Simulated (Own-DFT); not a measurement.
# Response to strain: hcp Ru, 36 atoms (Ru36)

These are calculations, not measurements. The program, named Own-DFT, is a retired in-house plane-wave density functional code that no person has reviewed. Each row is one single-point run on a periodic cell that was not relaxed, without spin or spin-orbit coupling.

Settings of every run: PBE; PseudoDojo norm-conserving scalar-relativistic files; cutoff 50 hartree; 5 x 5 x 4 k mesh centred on Gamma; cold (Marzari-Vanderbilt) smearing of 0.2 eV.

Known limits: forces on such cells failed a check on a denser k mesh; stress not checked against mesh or cutoff.

Unstrained cell vectors in Å: (8.118, 0.000, 0.000); (-4.059, 7.030, 0.000); (0.000, 0.000, 8.563). The unstrained cell has measured lattice constants (interpolated for alloys), not those of this functional. That, the random moves and any unrelaxed bonds set the pressure at no strain. Each run strains this cell uniformly, with the atoms carried along. Every atom was also moved at random, by a Gaussian of width 0.05 Å on each axis. Strain is the symmetric tensor, in per cent. Stress is positive in tension, and the pressure is minus a third of its trace.

| run | e_xx (%) | e_yy (%) | e_zz (%) | e_yz (%) | e_xz (%) | e_xy (%) | s_xx (GPa) | s_yy (GPa) | s_zz (GPa) | s_yz (GPa) | s_xz (GPa) | s_xy (GPa) | P (GPa) | E (meV/atom) |
|---|---|---|---|---|---|---|---|---|---|---|---|---|---|---|
| 1 | 1.40 | 0.29 | -0.13 | -1.49 | 1.42 | 0.67 | 1.17 | -3.12 | -4.90 | -5.82 | 5.26 | 2.56 | 2.28 | 1.8 |
| 2 | -1.95 | 1.03 | -1.17 | -0.98 | -1.15 | 1.12 | -20.91 | -7.52 | -18.07 | -4.13 | -5.17 | 4.61 | 15.50 | 42.7 |
| 3 | -0.37 | -1.40 | -0.24 | 0.20 | 1.67 | -0.22 | -14.00 | -18.22 | -13.90 | 0.43 | 7.04 | -1.05 | 15.37 | 45.9 |
| 4 | 0.83 | 1.54 | 1.39 | 1.77 | 0.25 | -1.87 | 1.92 | 4.11 | 4.19 | 5.64 | 1.17 | -6.82 | -3.41 | 29.1 |
| 5 | -1.56 | -0.18 | -1.51 | -1.91 | -0.18 | -0.67 | -22.54 | -15.29 | -23.42 | -8.21 | -0.98 | -2.45 | 20.42 | 67.5 |
| 6 | -0.63 | -0.54 | 1.54 | 1.44 | 1.47 | -0.41 | -10.62 | -9.43 | -0.34 | 4.95 | 5.14 | -2.13 | 6.80 | 29.3 |
| 7 | -1.99 | 1.06 | -0.24 | -1.77 | 0.34 | -0.41 | -19.01 | -4.91 | -11.13 | -6.84 | 1.63 | -1.42 | 11.68 | 25.7 |
| 8 | -0.26 | -1.61 | -1.52 | -1.50 | 0.93 | -0.33 | -15.87 | -22.82 | -23.72 | -6.30 | 4.29 | -1.38 | 20.80 | 64.8 |
| 9 | 0.71 | 0.59 | -0.16 | 0.21 | 1.25 | 0.68 | -2.21 | -2.45 | -5.68 | 0.93 | 4.39 | 2.51 | 3.45 | 0.0 |
| 10 | 1.62 | -1.98 | -0.39 | 0.88 | 0.12 | -1.57 | -2.73 | -18.51 | -12.68 | 3.66 | 0.14 | -6.83 | 11.31 | 45.3 |
| 11 | -1.58 | -1.91 | 0.62 | 0.51 | -1.52 | 1.40 | -22.04 | -23.72 | -11.36 | 2.27 | -6.16 | 7.30 | 19.04 | 74.7 |
| 12 | 0.18 | -1.75 | 0.08 | 0.76 | -0.24 | 0.11 | -10.66 | -19.52 | -10.72 | 2.94 | -0.93 | 0.74 | 13.63 | 46.0 |
| 13 | -0.54 | -0.69 | -0.98 | -0.78 | -1.95 | -0.67 | -14.94 | -15.38 | -17.82 | -3.77 | -8.18 | -2.84 | 16.05 | 46.4 |
| 14 | 0.42 | 0.95 | 0.02 | 1.07 | -0.64 | 0.43 | -2.83 | -1.41 | -5.08 | 4.03 | -2.24 | 1.68 | 3.11 | 10.0 |
| 15 | 0.20 | -0.72 | -1.82 | -0.49 | 1.08 | 0.12 | -11.99 | -16.10 | -23.04 | -2.75 | 4.96 | 1.77 | 17.04 | 56.8 |
| 16 | 0.58 | 1.86 | -0.31 | 0.41 | -1.89 | -1.03 | ? | ? | ? | ? | ? | ? | ? | ? |

E is the free energy for each atom above the lowest run shown.

## Worked fit

Each stress component was fitted by least squares to a constant and the strains of the runs shown, as fractions, with shears doubled. Shear strains stay in the fit of a normal stress only where such slopes are resolved. The slopes, in GPa:

| stress | at no strain | per e_xx | per e_yy | per e_zz | scatter |
|---|---|---|---|---|---|
| s_xx | -8.3 | 657 ± 13 | 215 ± 12 | 176 ± 15 | 0.53 |
| s_yy | -8.3 | 197 ± 20 | 658 ± 19 | 171 ± 24 | 0.85 |
| s_zz | -8.5 | 199 ± 22 | 219 ± 21 | 696 ± 26 | 0.94 |

Each shear stress against twice its own strain: yz 186 ± 9, xz 205 ± 7, xy 209 ± 11 GPa. These are stiffnesses along x, y and z of the frame in which the cell vectors are given, which need not be the crystal's axes. The atoms are held to the strained lattice; where symmetry lets them move under strain, relaxing them would lower some slopes. The table should be nearly symmetric about its diagonal, and what it lacks of that shows the noise. A ninth of its sum, 354 ± 8 GPa, estimates the bulk modulus near the mean pressure of these runs, 11.5 GPa, so it lies above the value at zero pressure.

## Withheld run

Question: what normal stresses and pressure should run 16 give?

The fit gives s_xx = -1.1, s_yy = 4.5, s_zz = -5.4 and P = 0.7 GPa. The calculation gave -2.27, 3.53, -4.97 and P = 1.24 GPa.
